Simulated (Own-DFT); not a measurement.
## Calculated data, GaAs (zincblende with one plane slipped along a stacking-fault path, atoms displaced)

A calculation, not a measurement: plane-wave PBE density functional theory by an unreviewed code, no spin, of a simulated periodic cell, stress positive in tension, free energy of the whole cell less one offset for each atom, forces on such cells passed a denser k mesh, this cell's mesh not checked; offsets are fitted by least squares, one for each functional and potential file, so energies compare only between cells with the same atoms and settings and are not formation energies; the far tail of each file's local potential was reset to the Coulomb form; each entry is a single point on an unrelaxed cell, so the pressure reflects the starting lattice, mostly measured values (interpolated for alloys), from which strain is counted, and rises with the displacements; printed positions are rounded, which can move forces by about a meV/angstrom; the program, named Own-DFT, is a retired in-house code; no spin-orbit coupling. Program: Own-DFT development build.

Settings shared by all entries: functional PBE; potential files PseudoDojo norm-conserving, scalar-relativistic, standard set; wave cutoff 42 hartree; occupations Fermi-Dirac; smearing width 0.1 eV; k mesh 4 x 4 x 2 centred on Gamma.

(1) GaAs (zincblende with one plane slipped along a stacking-fault path, atoms displaced)

```xyz
48
Lattice="5.6533 -5.6533 0.0000 0.0000 5.6533 -5.6533 11.9190 11.9190 10.0817" Properties=species:S:1:pos:R:3 GaAs
Ga     0.0974     5.5753    -5.5174
As     7.0973     1.4814    -4.2780
Ga     2.6761     2.8041    -0.0619
As     4.1781     4.2577     1.3631
Ga     5.7639     2.8743     2.8875
As     7.0398     4.2811     4.2037
Ga     6.1777     6.3550     4.2519
As     7.6397     7.6613     5.7748
Ga     9.0651     9.0715     4.4036
As    10.4752    10.5364     5.9153
Ga    11.9880     9.1210     7.2507
As    13.3055    10.5553     8.6904
Ga     0.0730     2.7862    -2.7701
As     7.0301    -1.3972    -1.2741
Ga     2.9030     5.5955    -2.9072
As     4.1607     6.9827    -1.4019
Ga     5.6789     5.6749     0.0669
As     6.9224     7.1095     1.3926
Ga     6.2912     9.0827     1.6179
As     7.6945    10.4790     2.9544
Ga     9.0512    11.8971     1.5952
As    10.5002    13.3867     2.9616
Ga    11.8965    11.9263     4.3667
As    13.2844    13.3129     5.8798
Ga     2.8750    -2.8034    -0.0379
As     4.3337     4.2309    -4.2121
Ga     5.6379     0.0619    -0.0632
As     7.1346     1.4498     1.3772
Ga     8.5891    -0.0368     2.7861
As     9.8936     1.4691     4.2761
Ga     9.1300     3.3850     4.6142
As    10.5204     4.9208     5.9365
Ga    11.8739     6.2358     4.4509
As    13.3490     7.6166     5.7191
Ga    14.6903     6.3656     7.3092
As    16.2135     7.5711     8.6683
Ga     2.8497     0.0267    -2.8335
As     4.1701     1.3406    -1.4443
Ga     5.6322     2.9547    -2.9222
As     7.0691     4.1708    -1.2784
Ga     8.4726     2.8099    -0.0248
As     9.8965     4.2633     1.3754
Ga     9.1400     6.2767     1.4868
As    10.6115     7.7158     3.0710
Ga    11.8494     9.0547     1.5692
As    13.3722    10.5140     3.0876
Ga    14.7393     9.1597     4.3336
As    16.1011    10.5582     5.8352
```

```
free energy of cell above offsets : -11.650 eV
pressure                          : 5.89 GPa
stress xx                         : -6.49 GPa
stress yy                         : -7.95 GPa
stress zz                         : -3.24 GPa
stress yz                         : -0.42 GPa
stress xz                         : -0.39 GPa
stress xy                         : 2.12 GPa
```

Force:
```csv
element,x (eV/Å),y (eV/Å),z (eV/Å)
Ga,-0.747,0.589,-0.456
As,-0.408,-0.911,1.267
Ga,1.856,-0.083,0.143
As,0.937,-1.248,0.005
Ga,-1.382,-0.937,-0.875
As,0.036,-1.038,0.817
Ga,4.49,0.277,-0.192
As,-0.078,-0.093,0.115
Ga,0.538,0.433,0.47
As,-0.083,-0.03,-0.595
Ga,-0.189,-0.297,-0.573
As,0.853,-0.462,-0.189
Ga,-0.901,0.563,0.006
As,0.022,0.484,-2.184
Ga,-0.98,0.272,0.675
As,1.142,0.609,-0.28
Ga,-0.936,-0.554,-0.933
As,1.398,-4.058,0.765
Ga,0.328,4.01,-0.12
As,-0.303,0.186,0.763
Ga,-0.056,0.987,0.094
As,0.038,-0.349,-0.07
Ga,-0.441,-0.028,0.715
As,0.686,0.283,-0.818
Ga,-0.143,-0.593,0.156
As,-1.238,0.935,-1.814
Ga,0.047,0.371,1.035
As,-0.679,-0.611,0.733
Ga,-1.322,0.42,0.784
As,-3.373,-2.952,-0.335
Ga,-0.545,4.295,0.312
As,-0.176,-0.542,-0.527
Ga,0.563,-0.428,-0.484
As,0.135,0.96,0.752
Ga,0.08,-0.691,-0.387
As,0.218,0.796,0.688
Ga,-0.917,-0.4,-0.268
As,0.619,1.646,0.048
Ga,1.158,-1.737,2.017
As,-0.329,1.114,-1.521
Ga,0.897,-0.182,0.343
As,-1.185,-2.717,-0.007
Ga,0.264,3.287,0.231
As,-1.335,-0.516,-0.517
Ga,1.313,0.469,0.284
As,-1.197,0.408,-1.568
Ga,0.714,-0.809,0.991
As,0.611,-1.125,0.502
```

(2) GaAs (zincblende with one plane slipped along a stacking-fault path, atoms displaced)

```xyz
48
Lattice="5.6533 -5.6533 0.0000 0.0000 5.6533 -5.6533 11.9190 11.9190 10.0817" Properties=species:S:1:pos:R:3 GaAs
Ga    11.9136    17.3939     4.4248
As     7.1244     1.4377    -4.2477
Ga     2.8710     2.8314     0.0195
As     4.2280     4.1617     1.4135
Ga     5.6871     2.7240     2.7262
As     7.1556     4.2885     4.2385
Ga     6.2862     6.3290     4.2780
As     7.7397     7.6009     5.8012
Ga     9.0818     9.1874     4.3397
As    10.5016    10.4968     5.7885
Ga    11.9713     9.1135     7.1485
As    13.3241    10.5096     8.5716
Ga     0.0870     2.7356    -2.7521
As     7.0939    -1.4353    -1.3699
Ga     2.8522     5.6494    -2.7769
As     4.3619     7.1470    -1.3155
Ga     5.6568     5.6526     0.0888
As     7.1414     7.0102     1.4102
Ga     6.2662     9.1972     1.6367
As     7.5766    10.5324     2.9053
Ga     9.0844    11.9630     1.6620
As    10.5346    13.3885     2.9983
Ga    11.9819    11.9876     4.3681
As    13.3846    13.2727     5.8790
Ga     2.9415     2.8451    -5.5512
As     4.2761     4.2696    -4.3087
Ga     5.5068    -0.0080    -0.0614
As     7.0759     1.4260     1.4451
Ga     8.4723     0.0411     2.8046
As     9.9264     1.4082     4.1314
Ga     9.0587     3.4505     4.4235
As    10.5106     4.9249     5.9701
Ga    11.9708     6.2941     4.4418
As    13.2470     7.6223     5.7577
Ga    14.8888     6.2626     7.3133
As    16.0486     7.5706     8.6139
Ga     2.8613     0.0091    -2.8410
As     4.2785     1.4660    -1.3795
Ga     5.6280     2.7565    -2.7490
As     7.0824     4.2345    -1.3996
Ga     8.3857     2.8853    -0.0742
As     9.8418     4.2121     1.4786
Ga     9.0379     6.2389     1.5575
As    10.4718     7.5269     2.9942
Ga    11.9549     9.0245     1.6083
As    13.3208    10.4344     3.1226
Ga    14.7703     9.1289     4.3743
As    16.1593    10.5194     5.9336
```

```
free energy of cell above offsets : -11.323 eV
pressure                          : 5.99 GPa
stress xx                         : -8.18 GPa
stress yy                         : -6.48 GPa
stress zz                         : -3.31 GPa
stress yz                         : -0.6 GPa
stress xz                         : -0.97 GPa
stress xy                         : 1.64 GPa
```

Force:
```csv
element,x (eV/Å),y (eV/Å),z (eV/Å)
Ga,0.039,1.211,-0.022
As,-0.721,-0.74,0.06
Ga,-0.454,-0.007,-0.073
As,0.224,0.8,0.459
Ga,-0.129,1.336,1.336
As,-4.445,-1.254,-0.346
Ga,2.798,1.127,-0.009
As,-0.308,1.132,-0.303
Ga,-0.1,-0.923,-0.136
As,0.308,0.608,-0.14
Ga,-0.453,-0.289,0.023
As,0.756,-0.595,0.787
Ga,-0.658,0.132,-0.143
As,-0.244,0.237,-0.041
Ga,0.349,0.452,0.042
As,-0.962,-0.623,-0.492
Ga,0.103,-0.342,-0.22
As,-5.196,1.383,0.235
Ga,1.538,-0.854,-1.478
As,1.345,0.745,1.539
Ga,0.162,-0.016,-0.113
As,0.218,0.12,-0.114
Ga,-0.52,-0.371,0.458
As,-0.073,0.811,-0.528
Ga,-1.301,-0.691,-1.243
As,0.033,-0.267,1.812
Ga,1.959,0.187,0.339
As,0.055,-0.975,-1.673
Ga,0.248,-0.68,0.042
As,-2.542,-0.77,0.23
Ga,4.152,0.787,0.645
As,0.384,-0.87,-0.85
Ga,-1.348,-1.13,-0.503
As,2.217,0.745,1.123
Ga,-2.735,-1.816,-1.901
As,2.348,2.01,2.274
Ga,0.088,0.206,0.672
As,-1.303,-0.495,-0.408
Ga,0.973,0.937,-1.166
As,-0.997,0.904,-0.767
Ga,1.215,-0.729,1.071
As,-2.099,-2.265,-0.141
Ga,4.49,0.635,0.063
As,0.089,1.323,0.108
Ga,-0.24,-0.175,-0.025
As,0.044,0.827,-1.536
Ga,0.222,-0.598,1.278
As,0.468,-1.181,-0.228
```

(3) GaAs (zincblende with one plane slipped along a stacking-fault path, atoms displaced)

```xyz
48
Lattice="5.6533 -5.6533 0.0000 0.0000 5.6533 -5.6533 11.9190 11.9190 10.0817" Properties=species:S:1:pos:R:3 GaAs
Ga    17.5300    11.8292     4.4666
As     6.9946     1.2404    -4.1953
Ga     2.9273     2.8145     0.1016
As     4.2538     4.2020     1.4729
Ga     5.5443     2.7408     2.8473
As     7.1124     4.2381     4.2475
Ga     6.2626     6.3619     4.4213
As     7.6740     7.6849     5.8363
Ga     9.0525     9.1107     4.4829
As    10.5221    10.4414     5.7774
Ga    11.8645     9.0581     7.2695
As    13.4287    10.5230     8.6772
Ga     5.5752    -2.8679    -2.7021
As     7.1553    -1.3840    -1.3921
Ga     2.8399     5.7191    -2.8949
As     4.1841     7.1209    -1.4176
Ga     5.6395     5.5743     0.0245
As     7.0456     7.0815     1.3804
Ga     6.2196     9.1068     1.6017
As     7.5701    10.5867     3.1641
Ga     9.1264    11.9147     1.6612
As    10.5432    13.3034     3.0700
Ga    11.9094    11.9552     4.4689
As    13.4174    13.2818     5.8759
Ga     2.8741    -2.7872    -0.0527
As     4.1602     4.3342    -4.0864
Ga     5.6149     0.0101    -0.0528
As     7.0417     1.3724     1.4510
Ga     8.5226    -0.0927     2.7650
As     9.9450     1.2706     4.2023
Ga     9.0856     3.4874     4.5170
As    10.5595     4.7875     5.8390
Ga    11.8820     6.2989     4.5213
As    13.4906     7.6967     5.8705
Ga    14.7282     6.3258     7.2582
As    16.1607     7.6737     8.5568
Ga     2.9797    -0.0972    -2.8599
As     4.2493     1.3989    -1.4237
Ga     5.6166     2.7667    -2.7474
As     7.0858     4.1335    -1.4018
Ga     8.5132     2.7550     0.0167
As     9.8840     4.2380     1.4564
Ga     9.0898     6.3354     1.6003
As    10.5634     7.6695     2.9627
Ga    11.9364     9.0934     1.4998
As    13.3320    10.4732     3.0165
Ga    14.7789     9.1135     4.4203
As    16.0537    10.4473     5.8459
```

```
free energy of cell above offsets : -11.900 eV
pressure                          : 5.87 GPa
stress xx                         : -8.06 GPa
stress yy                         : -6.08 GPa
stress zz                         : -3.47 GPa
stress yz                         : -0.03 GPa
stress xz                         : -0.46 GPa
stress xy                         : 1.4 GPa
```

Force:
```csv
element,x (eV/Å),y (eV/Å),z (eV/Å)
Ga,-0.061,0.026,-0.771
As,-0.239,2.006,-0.647
Ga,-1.346,-0.664,-0.535
As,0.52,-0.077,-0.475
Ga,1.657,0.644,0.127
As,-3.709,-0.479,-0.349
Ga,4.686,-0.44,-0.007
As,0.68,-0.47,0.237
Ga,0.123,-0.264,-1.059
As,-0.079,0.715,0.937
Ga,1.052,0.279,-0.087
As,-1.126,-0.056,-0.393
Ga,1.978,1.098,-1.475
As,-0.478,-0.484,0.195
Ga,-0.617,0.167,1.718
As,0.283,-1.548,0.462
Ga,0.255,0.438,-0.598
As,-1.788,-1.814,-0.04
Ga,2.753,1.781,0.277
As,0.967,-0.875,-1.288
Ga,-0.504,-0.425,-0.083
As,-0.304,0.346,-0.319
Ga,0.836,-0.562,0.195
As,-0.344,0.576,0.039
Ga,0.07,-0.422,0.918
As,1.686,-1.653,-1.84
Ga,0.439,-0.563,0.773
As,0.039,-0.05,-0.208
Ga,-0.984,0.531,0.81
As,-5.268,1.151,0.053
Ga,3.062,-1.063,-0.537
As,-0.751,1.102,0.407
Ga,0.201,0.865,0.16
As,-1.925,0.347,-0.459
Ga,0.358,-1.692,0.022
As,-0.332,-0.925,2.252
Ga,-1.47,1.281,0.814
As,-0.632,-0.174,0.391
Ga,0.418,0.469,-0.88
As,0.029,0.571,0.043
Ga,-0.54,0.695,0.875
As,-3.034,-1.103,0.031
Ga,2.063,0.807,-0.243
As,-0.441,0.651,0.647
Ga,0.472,-0.195,1.13
As,-0.177,0.435,-0.238
Ga,-0.501,-0.388,-0.681
As,2.02,-0.598,-0.304
```

(4) GaAs (zincblende with one plane slipped along a stacking-fault path, atoms displaced)

```xyz
48
Lattice="5.6533 -5.6533 0.0000 0.0000 5.6533 -5.6533 11.9190 11.9190 10.0817" Properties=species:S:1:pos:R:3 GaAs
Ga    11.9510    12.0047     9.9495
As     7.0671     1.3371    -4.2275
Ga     2.7270     2.6945    -0.0304
As     4.1481     4.3423     1.2925
Ga     5.6753     2.7998     2.8309
As     7.1364     4.2077     4.2463
Ga     6.3326     6.3601     4.4008
As     7.6837     7.5875     5.8822
Ga     9.0639     9.0802     4.4484
As    10.4816    10.4343     5.7826
Ga    11.9357     9.0682     7.2645
As    13.3676    10.4899     8.6849
Ga    17.5110     9.0354     7.2763
As     7.1267    -1.4183    -1.3709
Ga     2.7828     5.6163    -2.8519
As     4.2270     7.0609    -1.3222
Ga     5.5816     5.6593     0.0610
As     7.0726     7.0899     1.3689
Ga     6.2310     9.1744     1.6304
As     7.7969    10.5217     3.0445
Ga     9.0185    11.9558     1.8309
As    10.5641    13.3790     2.9574
Ga    11.9389    11.8506     4.4692
As    13.3559    13.3161     5.8318
Ga    14.7237     9.1321    10.0207
As     4.3136     4.1135    -4.1865
Ga     5.6823     0.0616    -0.0064
As     7.0991     1.4378     1.4441
Ga     8.5563     0.0298     2.7977
As     9.7605     1.4804     4.2548
Ga     9.0802     3.4144     4.4727
As    10.4220     4.7695     5.8143
Ga    11.8160     6.2400     4.4522
As    13.3500     7.6162     5.7016
Ga    14.7231     6.2913     7.3084
As    16.1326     7.7750     8.6338
Ga    14.6916    11.8977     7.2397
As     4.2318     1.3480    -1.3380
Ga     5.6148     2.7955    -2.9253
As     7.0487     4.1315    -1.3786
Ga     8.4752     2.8241    -0.0189
As     9.9301     4.2020     1.4021
Ga     9.1398     6.3538     1.5808
As    10.4264     7.6194     3.0572
Ga    11.7844     8.9199     1.6147
As    13.2143    10.5714     3.0408
Ga    14.8109     9.0299     4.4515
As    16.2514    10.4840     5.9567
```

```
free energy of cell above offsets : -11.646 eV
pressure                          : 5.95 GPa
stress xx                         : -7.42 GPa
stress yy                         : -6.92 GPa
stress zz                         : -3.51 GPa
stress yz                         : 0.52 GPa
stress xz                         : -0.47 GPa
stress xy                         : 1.33 GPa
```

Force:
```csv
element,x (eV/Å),y (eV/Å),z (eV/Å)
Ga,-0.48,-0.705,0.849
As,-0.416,0.19,-0.154
Ga,0.761,0.804,0.345
As,0.055,-2.038,1.087
Ga,-0.65,0.692,-0.003
As,-4.008,0.094,-0.263
Ga,0.15,0.568,-0.99
As,0.315,0.871,0.49
Ga,-0.156,-0.535,0.283
As,0.159,0.624,1.212
Ga,0.64,0.248,-1.085
As,-0.858,0.292,-0.672
Ga,1.778,0.59,-0.059
As,-1.06,-0.341,-0.434
Ga,1.148,-0.267,0.545
As,-0.04,-0.088,-1.403
Ga,1.257,0.018,-0.787
As,-2.093,-1.034,0.442
Ga,4.326,0.266,0.146
As,-2.208,-0.841,0.814
Ga,1.403,0.43,-2.05
As,-0.056,-0.638,1.056
Ga,-0.71,0.969,0.235
As,-0.388,0.258,-0.068
Ga,0.419,-0.278,1.203
As,-1.394,1.921,-1.531
Ga,0.376,-0.885,0.747
As,-0.215,-0.222,-0.141
Ga,-1.036,-0.499,0.499
As,1.43,-5.113,0.296
Ga,1.615,3.407,-0.013
As,0.489,0.893,1.328
Ga,0.506,-0.725,-0.09
As,-0.285,0.216,1.264
Ga,-0.208,-0.496,-0.677
As,-0.411,-1.133,0.419
Ga,0.813,-0.018,0.185
As,-0.265,0.371,-1.189
Ga,1.028,-1.138,1.963
As,-0.307,1.189,-0.753
Ga,0.132,-0.01,0.48
As,-4.336,0.337,-0.187
Ga,1.453,-0.113,-0.777
As,0.242,0.33,0.551
Ga,0.789,1.21,-0.395
As,1.162,-1.661,-0.796
Ga,-0.081,1.215,-0.295
As,-0.783,0.771,-1.627
```
